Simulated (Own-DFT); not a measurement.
Simulation results for Al₃GaN₄ (wurtzite random alloy, strained, atoms displaced)

Computed with Own-DFT development build. A calculation, not a measurement: plane-wave PBE density functional theory by an unreviewed code, no spin, of a simulated periodic cell, stress positive in tension, free energy of the whole cell less one offset for each atom, forces on such cells passed a denser k mesh, this cell's mesh not checked; offsets are fitted by least squares, one for each functional and potential file, so energies compare only between cells with the same atoms and settings and are not formation energies; the far tail of each file's local potential was reset to the Coulomb form; each entry is a single point on an unrelaxed cell, so the pressure reflects the starting lattice, mostly measured values, from which strain is counted, and rises with the displacements; printed positions are rounded, which can move forces by about a meV/angstrom; the program is a retired in-house code; no spin-orbit coupling.

Entry: Al₃GaN₄ (wurtzite random alloy, strained, atoms displaced)

```
Al3GaN4
1.0
      9.6521     0.0000     0.0000
     -4.8260     8.3589     0.0000
      0.0000     0.0000    10.0655
Al Ga N Al Ga N Al N Al N Ga Al N Al N Ga Al N Al N Al N Al Ga N Ga Al N Al N Al N Al N Al N Al Ga N Al Ga N Al Ga N
1 1 2 1 1 2 2 2 2 2 1 1 2 2 2 1 1 2 2 2 2 2 1 1 2 1 1 2 2 2 2 2 2 2 2 2 1 1 2 1 1 2 1 1 2
Direct
  0.11219 0.21197 0.99709
  0.22483 0.12980 0.25034
  0.10824 0.22119 0.18856
  0.22830 0.10967 0.44173
  0.11756 0.23156 0.50158
  0.22064 0.10919 0.75394
  0.11360 0.23045 0.69420
  0.22443 0.11493 0.94258
  0.10405 0.55666 0.00636
  0.23714 0.44910 0.25455
  0.11549 0.55412 0.18943
  0.21608 0.44468 0.43440
  0.10782 0.55540 0.50502
  0.22329 0.44489 0.74723
  0.10624 0.54694 0.68300
  0.22313 0.45236 0.93997
  0.10974 0.88509 0.99841
  0.22143 0.77432 0.24909
  0.11516 0.88982 0.19470
  0.22465 0.78192 0.44367
  0.10677 0.88888 0.50487
  0.23482 0.79104 0.75328
  0.10948 0.88350 0.70357
  0.21725 0.78022 0.94443
  0.44742 0.22904 0.00201
  0.55156 0.10431 0.25780
  0.44706 0.22351 0.19536
  0.55936 0.11685 0.44087
  0.44568 0.22298 0.50558
  0.55095 0.10676 0.75067
  0.44750 0.23136 0.68670
  0.55967 0.11496 0.94504
  0.45304 0.55430 0.99891
  0.55860 0.45032 0.24520
  0.45139 0.56024 0.19160
  0.55790 0.44889 0.43795
  0.43533 0.55336 0.49184
  0.55028 0.44966 0.75208
  0.44589 0.56163 0.69550
  0.56223 0.44704 0.94233
  0.43905 0.88737 0.00360
  0.55900 0.77977 0.25078
  0.44996 0.90062 0.18491
  0.55262 0.76751 0.43670
  0.45272 0.89391 0.51108
  0.55797 0.78364 0.74776
  0.43651 0.87746 0.69473
  0.55051 0.77099 0.94009
  0.77524 0.21867 0.00314
  0.89625 0.10842 0.24983
  0.77392 0.22593 0.19715
  0.89017 0.10981 0.44682
  0.78533 0.23705 0.49846
  0.88092 0.10621 0.75614
  0.76866 0.21231 0.69184
  0.88192 0.10438 0.94432
  0.77280 0.54559 0.99300
  0.88549 0.44654 0.24970
  0.77345 0.55029 0.18935
  0.89482 0.44529 0.43933
  0.78172 0.55153 0.50683
  0.88624 0.44564 0.74851
  0.76852 0.54880 0.69039
  0.88869 0.45074 0.94228
  0.77590 0.89398 0.99815
  0.87948 0.77460 0.24668
  0.78743 0.89252 0.19771
  0.88305 0.77991 0.43774
  0.78000 0.88264 0.50591
  0.88213 0.77461 0.75039
  0.79006 0.90429 0.69193
  0.88512 0.76888 0.94161
```

Settings of this run: functional PBE, potential files PseudoDojo norm-conserving, scalar-relativistic, standard set, wave cutoff 42 hartree, occupations Fermi-Dirac, smearing width 0.1 eV and k mesh 4 x 4 x 3 centred on Gamma.

Results for Al₃GaN₄ (wurtzite random alloy, strained, atoms displaced): free energy of cell above offsets -17.466 eV; pressure -4.18 GPa; stress xx 7.27 GPa; stress yy 7.71 GPa; stress zz -2.45 GPa; stress yz -0.03 GPa; stress xz 0 GPa; stress xy 0.6 GPa.

Force:
| element | x (eV/Å) | y (eV/Å) | z (eV/Å) |
| --- | --- | --- | --- |
| Al | -1.552 | 2.019 | 0.158 |
| Ga | 1.795 | -2.492 | 0.359 |
| N | -0.608 | 1.513 | -0.502 |
| N | -1.08 | 0.607 | 1.523 |
| Al | -0.285 | -1.609 | 0.1 |
| Ga | -0.216 | 0.765 | -1.031 |
| N | -0.43 | -0.839 | -0.229 |
| N | 0.047 | -0.319 | 0.356 |
| Al | 1.243 | -0.116 | -1.194 |
| Al | -1.921 | -0.35 | -2.166 |
| N | -0.361 | 0.114 | 1.143 |
| N | 0.695 | 0.179 | 1.462 |
| Al | 0.444 | 0.853 | -1.978 |
| Al | -0.478 | 0.58 | 1.069 |
| N | 0.52 | 1.212 | 1.837 |
| N | 0.538 | -0.956 | 0.36 |
| Ga | -0.974 | 0.585 | 1.171 |
| Al | -0.216 | 0.775 | 0.428 |
| N | -0.186 | -0.187 | -0.083 |
| N | 0.234 | -0.328 | 0.391 |
| Al | 0.5 | 0.078 | -0.85 |
| Al | -1.919 | -2.684 | 0.452 |
| N | 0.361 | 0.23 | -1.874 |
| N | 1.38 | -1.277 | -1.21 |
| Ga | 0.451 | -1.029 | 0.49 |
| Al | -0.145 | 1.511 | -1.065 |
| N | 0.238 | 0.843 | 0.084 |
| N | 0.242 | -0.597 | 1.63 |
| Al | -0.105 | 0.522 | -1.971 |
| Al | -0.028 | 1.014 | 0.307 |
| N | 0.659 | -1.683 | 1.319 |
| N | -0.056 | -0.218 | -1.419 |
| Al | -1.883 | 0.181 | -0.13 |
| Al | 0.599 | -0.946 | 1.103 |
| N | -0.104 | -0.045 | -0.294 |
| N | -0.099 | -0.433 | 0.535 |
| Al | 1.405 | -0.162 | 0.983 |
| Ga | 0.322 | -0.56 | -0.602 |
| N | -0.972 | 0.486 | -1.486 |
| N | -0.999 | 0.271 | 0.294 |
| Ga | 0.412 | 0.131 | -1.349 |
| Al | -0.127 | 0.649 | -0.562 |
| N | 0.457 | -1.888 | 2.947 |
| N | -0.477 | 1.616 | 1.364 |
| Al | -0.66 | -0.507 | -2.451 |
| Al | 0.604 | -0.886 | 0.754 |
| N | 1.175 | 2.11 | -0.042 |
| N | 0.983 | 0.864 | -0.12 |
| Al | -0.063 | 0.797 | 0.477 |
| Al | -1.461 | 0.748 | 1.128 |
| N | 0.948 | -0.662 | -0.508 |
| N | 0.056 | 0.398 | -0.503 |
| Al | 0.52 | -2.525 | 0.102 |
| Al | 0.58 | 2.197 | -0.837 |
| N | 0.072 | 0.248 | -0.118 |
| N | 0.441 | 1.022 | -0.033 |
| Al | 0.357 | 1.581 | 1.396 |
| Al | 0.78 | -0.221 | -0.285 |
| N | 0.206 | -0.104 | -0.648 |
| N | -0.894 | 0.961 | 0.378 |
| Al | -1.288 | 0.517 | -1.948 |
| Ga | 0.643 | -0.685 | 0.333 |
| N | 0.452 | 0.827 | -0.215 |
| N | 0.763 | -1.382 | 0.481 |
| Al | 0.516 | -1.869 | 0.73 |
| Ga | 2.474 | -0.349 | 0.109 |
| N | -2.822 | 0.515 | -1.896 |
| N | 1.508 | -0.925 | 2.215 |
| Al | -0.948 | 1.199 | -1.288 |
| Ga | 0.546 | -0.05 | 0.369 |
| N | -1.379 | -2.231 | -0.071 |
| N | -1.431 | 0.398 | 0.62 |
